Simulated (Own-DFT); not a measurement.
# How HSE06 shifts the pressure of monoclinic HfO2, 94 atoms (Hf32O62), with two O vacancies

Calculated, not measured. Each geometry was run twice at fixed positions with Own-DFT, a retired in-house plane-wave program that no person has reviewed: with PBE, and with HSE06 (exact exchange share 0.25 at short range, screening 0.11 per bohr, Gygi-Baldereschi treatment of its divergence). Both used PseudoDojo norm-conserving files made for PBE, a cutoff of 48 hartree, the Gamma point alone, fixed occupations, a neutral cell and no spin. The unstrained cell is 10.1 Å across at its thinnest, so Gamma alone is coarse and defects feel their images. The hafnium file keeps the 4f electrons in the core, and its forces lie about 75 meV/Å off all-electron values. The oxygen file's force components were 24 meV/Å off all-electron values in a glass.

Unstrained cell vectors in Å: (10.234, 0.000, 0.000); (0.000, 10.350, 0.000); (-1.696, 0.000, 10.445), volume V0 = 1106.4 Å³, from measured lattice constants. Each geometry has its own random strain of a few per cent, its own defect sites and random moves of rms u per axis. HSE06 gave the energy alone. D is its energy less that of PBE, over the lowest D shown. The PBE stress wasn't checked against mesh or cutoff.

```
run  V - V0 (Å³)   u (Å)  P with PBE (GPa)  D (eV)
  1        -13.9  0.0286              7.49   0.838
  2         20.4  0.0501              0.66   2.002
  3        -62.5  0.0499             23.64   0.000
  4        -20.0  0.0319              8.35   0.683
  5         31.7  0.0294             -2.20   2.029
  6         16.2  0.0295              1.23   1.575
  7        -39.3  0.0498             15.50   0.525
  8        -16.5  0.0532             10.00   1.073
  9        -20.3  0.0318              8.89   0.761
 10        -22.7  0.0288              8.97   0.671
 11          0.1  0.0489              5.04   1.508
 12        -27.7  0.0304             11.28   0.524
 13        -11.0  0.0276              7.18   0.863
 14        -11.7  0.0288              6.20       ?
```

## Worked fit

D = 1.04 + 0.0246 (V - V0) + 179 u² eV, with an error of 0.0005 on the volume slope, 15 on the last term and a scatter of 0.04 eV. Pressure is -dE/dV, and 1 eV/Å³ is 160.2 GPa, so HSE06 changes the pressure by -3.9 ± 0.1 GPa. With the ions held to the strained lattice, the PBE pressure falls by 276 ± 13 GPa per unit of volume strain; the shape of the strain isn't fitted, so the true error is larger, and a relaxed crystal would be softer. On that slope HSE06's volume at a given pressure is about 1.4 % smaller, or 0.5 % in lengths. At u = 0 and V0 the PBE pressure is 3.4 GPa, which puts the zero-pressure volume, against the measured cell and with the defects in, at +1.2 % for PBE and -0.2 % for HSE06, each good to a few tenths of a per cent.

## Check

The question: what D should run 14 give?

The fit gives 0.91 eV, with rows scattering by 0.04. Computed: 0.980 eV.
